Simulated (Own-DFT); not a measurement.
# Cleaving wurtzite AlN, m plane (10-10)

Calculated, not measured: single-point runs of Own-DFT, a retired in-house plane-wave DFT program that no person has reviewed, on unrelaxed cells, without spin or spin-orbit coupling.

Keep in mind (not all hold for every row): some atoms lie very close together; k mesh not checked against a denser one.

Both sets of runs: PBE; PseudoDojo norm-conserving scalar-relativistic files; cutoff 42 hartree; Gaussian smearing of 0.01 eV. The slab has 128 atoms in 16 layers, two equal faces of 62.02 Å² as cut, 15 Å of vacuum, a dipole correction along the normal and a 6 x 3 x 1 mesh. The bulk cell has 128 atoms, the same measured lattice constants and a 3 x 3 x 3 mesh. All atoms were moved at random; u is the rms move along one axis. Energies are counted from -174.06 eV for each atom.

| slab run | u (Å) | E (eV, cell) |
|---|---|---|
| 1 | 0.0195 | 20.392 |
| 2 | 0.0200 | 20.397 |
| 3 | 0.0204 | 20.856 |
| 4 | 0.0205 | 20.518 |
| 5 | 0.0206 | 20.669 |
| 6 | 0.0207 | 20.899 |
| 7 | 0.0209 | 20.484 |
| 8 | 0.0213 | 20.036 |
| 9 | 0.0484 | 28.343 |
| 10 | 0.0980 | 60.224 |
| 11 | 0.0988 | 56.721 |
| 12 | 0.1003 | 53.163 |

```
bulk run,u (Å),E (meV/atom)
1,0.0193,-1.70
2,0.0195,-2.61
3,0.0213,0.37
4,0.0949,297.19
5,0.0960,265.67
6,0.0960,304.01
7,0.0967,306.83
8,0.0968,293.83
9,0.0987,310.26
10,0.1007,300.99
```

Q: what is the energy of the unrelaxed surface?

## Worked answer

Take each set to u = 0 with E = a + b u². Rows are weighted down as u grows, with residuals divided by u² + 0.0006 Å². Slab: a = 18.92 ± 0.14 eV. Bulk: a = -14.6 ± 0.9 meV/atom. The excess is 18.92 - 128 x (-0.0146) = 20.78 ± 0.18 eV. Over two faces that is 168 meV/Å², or 2.68 ± 0.02 J/m². Relaxing the faces would lower the energy, and the unlike meshes and the reach from the smallest u down to zero add errors that aren't counted here.
